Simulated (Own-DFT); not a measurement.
# What a defect does to the pressure of its cell: C11b WSi2

Source: density functional calculations with Own-DFT, an unreviewed in-house program that is no longer used. Nothing was measured or relaxed, and spin and spin-orbit coupling are left out.

Common settings: PBEsol; PseudoDojo norm-conserving scalar-relativistic files, made for PBE; cutoff 50 hartree; 5 x 5 x 5 k mesh centred on Gamma; cold (Marzari-Vanderbilt) smearing of 0.2 eV.

Limits: forces on such cells failed a check on a denser k mesh; stress not checked against mesh or cutoff.

All runs share one cell, with vectors in Å (-2.148, -5.953, 3.409); (-6.444, 2.976, 1.136); (-2.553, -2.948, -6.757) and a volume of 403.2 Å³. u is the rms random offset of the atoms per axis. The defect's site can differ from row to row.

| cell | formula | u (Å) | P (GPa) |
|---|---|---|---|
| no defect | Si20W10 | 0.0189 | 0.58 |
| no defect | Si20W10 | 0.0227 | 0.46 |
| no defect | Si20W10 | 0.0437 | 1.39 |
| one W on a Si site | Si19W11 | 0.0285 | 5.35 |
| one W on a Si site | Si19W11 | 0.0315 | 5.33 |
| one W on a Si site | Si19W11 | 0.0512 | 6.79 |
| one Si vacancy | Si19W10 | 0.0271 | -0.95 |
| one Si vacancy | Si19W10 | 0.0317 | ? |
| one Si vacancy | Si19W10 | 0.0501 | 0.86 |
| one Si vacancy | Si19W10 | 0.0524 | 0.69 |
| one Si on a W site | Si21W9 | 0.0322 | 2.83 |
| one Si on a W site | Si21W9 | 0.0335 | 2.41 |
| one Si on a W site | Si21W9 | 0.0465 | 2.87 |

## Worked fit

P = P0 + c u² + a shift for each defect gives P0 = 0.14 GPa, c = 727 ± 107 GPa/Å² and a scatter of 0.28 GPa. The shifts, and each times the cell's volume:

- one W on a Si site: 4.61 ± 0.23 GPa, 11.6 eV
- one Si on a W site: 1.52 ± 0.23 GPa, 3.8 eV
- one Si vacancy: -1.39 ± 0.25 GPa, -3.5 eV

Positive is outwards. The product with the volume (160.2 GPa Å³ to the eV) is nearly free of the cell's size; divided by the bulk modulus at the cell's pressure it gives the volume that the defect adds. The atoms around the defects weren't relaxed, which would change these numbers.

## Prediction

Q: what pressure belongs in the blank (one Si vacancy, u = 0.0317 Å)?

From the fit: -0.52 ± 0.34 GPa. The hidden result is -0.46 GPa.
